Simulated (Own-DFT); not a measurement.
# Point defects and the pressure they add: 2H SiC

No measurement is shown. These are fixed-geometry runs of a retired plane-wave code named Own-DFT, which no person has reviewed; spin and spin-orbit coupling are neglected.

Method: PBE; PseudoDojo norm-conserving scalar-relativistic files; cutoff 42 hartree; 4 x 4 x 3 k mesh centred on Gamma; Fermi-Dirac smearing of 0.1 eV.

Limits (not all hold for every row): not probed for a lower state with spin; forces on such cells moved up to 12 meV/angstrom on a denser k mesh; forces on such cells passed a denser k mesh, each cell not checked; stress not checked against mesh or cutoff.

All runs share one cell, with vectors in Å (9.248, 0.000, 0.000); (-4.624, 8.009, 0.000); (0.000, 0.000, 10.068) and a volume of 745.7 Å³. The atoms are randomly displaced, by u rms on each axis. The defect's site can differ from row to row.

```
cell,formula,u (Å),P (GPa)
no defect,C36Si36,0.0302,3.84
no defect,C36Si36,0.0309,3.76
no defect,C36Si36,0.0599,5.97
one Si on a C site,C35Si37,0.0289,10.46
one Si on a C site,C35Si37,0.0293,10.04
one Si on a C site,C35Si37,0.0525,11.85
one C vacancy,C35Si36,0.0279,3.50
one C vacancy,C35Si36,0.0300,3.92
one C vacancy,C35Si36,0.0307,3.54
two N on a C site each,C34N2Si36,0.0304,2.73
two N on a C site each,C34N2Si36,0.0321,3.06
two N on a C site each,C34N2Si36,0.0489,?
two N on a C site each,C34N2Si36,0.0501,4.34
one Al on a Si site and one N on a C site,AlC35NSi35,0.0307,4.16
one Al on a Si site and one N on a C site,AlC35NSi35,0.0474,5.55
one Al on a Si site and one N on a C site,AlC35NSi35,0.0492,5.62
```

## Fit

P = P0 + c u² + a shift for each defect gives P0 = 2.94 GPa, c = 870 ± 56 GPa/Å² and a scatter of 0.18 GPa. The shifts, and each times the cell's volume:

- one Si on a C site: 6.55 ± 0.15 GPa, 30.5 eV
- one Al on a Si site and one N on a C site: 0.54 ± 0.14 GPa, 2.5 eV
- one C vacancy: -0.05 ± 0.15 GPa, -0.2 eV (not resolved)
- two N on a C site each: -0.85 ± 0.15 GPa, -4.0 eV (-2.0 eV for each of its 2 sites)

Positive is outwards. The product with the volume (160.2 GPa Å³ to the eV) is nearly free of the cell's size; divided by the bulk modulus at the cell's pressure it gives the volume that the defect adds. The atoms around the defects weren't relaxed, which would change these numbers.

## Prediction

Question: what pressure belongs in the blank (two N on a C site each, u = 0.0489 Å)?

The fitted form gives 4.16 ± 0.21 GPa. The run itself gave 4.17 GPa.
